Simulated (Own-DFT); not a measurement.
# Computed records: GaP (zincblende, strongly disordered by large displacements)

All values are calculated (Own-DFT development build). A calculation, not a measurement: plane-wave PBE density functional theory by an unreviewed code, no spin, of a simulated periodic cell, stress positive in tension, free energy of the whole cell less one offset for each atom, forces on such cells passed a denser k mesh, this cell's mesh not checked; broken bonds can close the gap or carry spin, so checks made on this kind of crystal may not hold here; offsets are fitted by least squares, one for each functional and potential file, so energies compare only between cells with the same atoms and settings and are not formation energies; the far tail of each file's local potential was reset to the Coulomb form; each entry is a single point on an unrelaxed cell, so the pressure reflects the starting lattice, mostly measured values (interpolated for alloys), from which strain is counted, and rises with the displacements; printed positions are rounded, which can move forces by about a meV/angstrom; the program, named Own-DFT, is a retired in-house code; no spin-orbit coupling.

GaP (zincblende, strongly disordered by large displacements)

```xyz
64
Lattice="10.9010 0.0000 0.0000 0.0000 10.9010 0.0000 0.0000 0.0000 10.9010" Properties=species:S:1:pos:R:3 GaP
Ga     0.0623    10.7043    10.6440
Ga    10.8269     2.5926     2.5883
Ga     2.4108    10.6850     2.4295
Ga     2.6552     2.4817     0.0507
P      1.2300     1.4817     0.8796
P      1.2529     3.8449     4.2299
P      4.1934     1.2355     4.1714
P      3.8150     4.3480     1.1008
Ga    10.5247     0.2227     5.5871
Ga     0.0892     2.6477     7.9480
Ga     2.7956    10.7982     8.3275
Ga     2.6079     2.5966     5.4301
P      1.1629     1.3123     7.0647
P      1.4261     4.0756     9.7617
P      3.8095     1.1662     9.4709
P      4.5029     4.1259     6.8035
Ga    10.8952     5.6694    10.6858
Ga     0.1615     8.1566     2.6478
Ga     2.3924     5.4590     2.8452
Ga     2.4067     8.0057    10.5012
P      1.4936     6.9178     1.3118
P      1.1608     9.7673     3.9383
P      4.3298     6.5273     4.1312
P      4.0502     9.9055     1.1943
Ga     0.2112     5.4690     5.5330
Ga     0.0066     8.2880     8.2836
Ga     2.4614     5.3954     8.5124
Ga     2.7497     8.3632     5.4685
P      1.6473     6.6168     6.7859
P      1.1374     9.5643     9.4811
P      4.0485     7.1622     9.5791
P      4.1140     9.3153     6.6276
Ga     5.4179     0.2427     0.1040
Ga     5.5567     2.6064     2.4851
Ga     8.4604     0.2058     3.1005
Ga     8.0945     2.6307    10.7423
P      6.6213     1.4804     1.2271
P      6.9047     4.0469     3.9950
P      9.5176     1.4492     4.2287
P      9.6857     3.9451     1.4955
Ga     5.2473     0.3244     5.4625
Ga     5.6698     2.9160     7.9547
Ga     8.3390    10.8792     8.3821
Ga     8.4056     2.6731     5.6090
P      7.0419     1.2855     6.8995
P      6.9347     3.9372     9.4792
P      9.4572     1.3414     9.4201
P      9.9376     4.1595     7.1470
Ga     5.6090     5.2650     0.0352
Ga     5.7026     8.2385     2.9478
Ga     8.1589     5.4387     2.4971
Ga     8.2725     7.8943    10.8709
P      6.6524     6.6228     1.1947
P      7.0900     9.3830     3.9944
P      9.5440     7.0350     4.4248
P      9.5138     9.3224     1.4120
Ga     5.5479     5.7807     5.3397
Ga     5.3665     8.4437     8.1556
Ga     8.2062     5.3497     7.9021
Ga     8.3503     8.4443     5.0612
P      7.0008     7.1690     6.8641
P      6.3345     9.4441     9.4479
P      9.3740     6.5074     9.3562
P      8.9691     9.5177     6.9455
```

| Item | Value |
| --- | --- |
| functional | PBE |
| potential files | PseudoDojo norm-conserving, scalar-relativistic, standard set |
| wave cutoff | 42 hartree |
| occupations | Fermi-Dirac |
| smearing width | 0.1 eV |
| hardware | one NVIDIA H100 |
| k mesh | 3 x 3 x 3 centred on Gamma |
| free energy of cell above offsets | 3.195 eV |
| pressure | 11.69 GPa |
| stress xx | -11.97 GPa |
| stress yy | -11.46 GPa |
| stress zz | -11.63 GPa |
| stress yz | -1.82 GPa |
| stress xz | -3.67 GPa |
| stress xy | 2.34 GPa |
| wall time | 545.4 s |

Force:
```csv
element,x (eV/Å),y (eV/Å),z (eV/Å)
Ga,-5.113,4.038,4.686
Ga,2.128,-1.506,1.47
Ga,1.116,2.194,-0.533
Ga,5.759,4.72,-2.883
P,-5.412,-4.728,5.538
P,-0.656,1.209,-2.011
P,-5.4,4.4,-6.663
P,0.316,-2.229,1.375
Ga,1.984,-3.289,2.57
Ga,-1.58,1.998,6.761
Ga,-2.526,-3.418,-4.027
Ga,2.409,-0.645,1.759
P,5.202,-5.117,-4.554
P,-2.209,-1.918,-0.056
P,4.315,4.378,2.377
P,-4.404,2.408,-2.086
Ga,0.848,-1.798,2.184
Ga,-1.387,-0.234,1.041
Ga,2.026,-0.827,-0.033
Ga,-0.068,2.084,1.96
P,-1.389,-0.846,0.315
P,-0.264,-1.041,2.742
P,-7.561,5.746,-6.72
P,-0.656,-3.714,1.462
Ga,-1.571,0.17,-0.202
Ga,-2.923,-3.148,-3.466
Ga,3.743,1.691,-1.786
Ga,-2.916,-2.954,-3.265
P,-0.522,2.396,0.36
P,5.117,-2.065,-2.602
P,2.114,-3.514,-1.477
P,1.509,4.977,1.572
Ga,-1.274,-2.004,-3.74
Ga,-3.633,4.22,4.295
Ga,-4.056,-4.616,-4.952
Ga,1.737,-0.32,2.089
P,6.11,-1.505,-0.593
P,0.158,0.137,0.638
P,2.824,3.981,-0.778
P,-2.382,2.944,-3.345
Ga,5.295,-4.656,5.969
Ga,1.071,-3.381,1.481
Ga,-4.691,-0.975,0.167
Ga,-1.888,2.778,0.967
P,-1.276,0.018,-0.418
P,-0.79,2.33,-0.651
P,3.057,1.731,2.288
P,-3.075,2.388,-4.125
Ga,-2.29,-1.445,-2.524
Ga,-3.334,-2.111,-3.049
Ga,0.336,-0.525,1.49
Ga,-1.517,0.62,-0.209
P,2.357,3.485,2.441
P,-4.409,7.108,-2.741
P,4.965,-6.055,-3.967
P,0.062,1.943,-0.852
Ga,6.856,-4.857,6.853
Ga,-2.83,-5.542,-4.536
Ga,-2.167,-0.003,-0.211
Ga,0.962,-0.803,7.009
P,-0.558,-1.534,-0.919
P,6.84,5.584,6.966
P,1.147,3.082,0.738
P,4.359,-1.435,-1.591
```
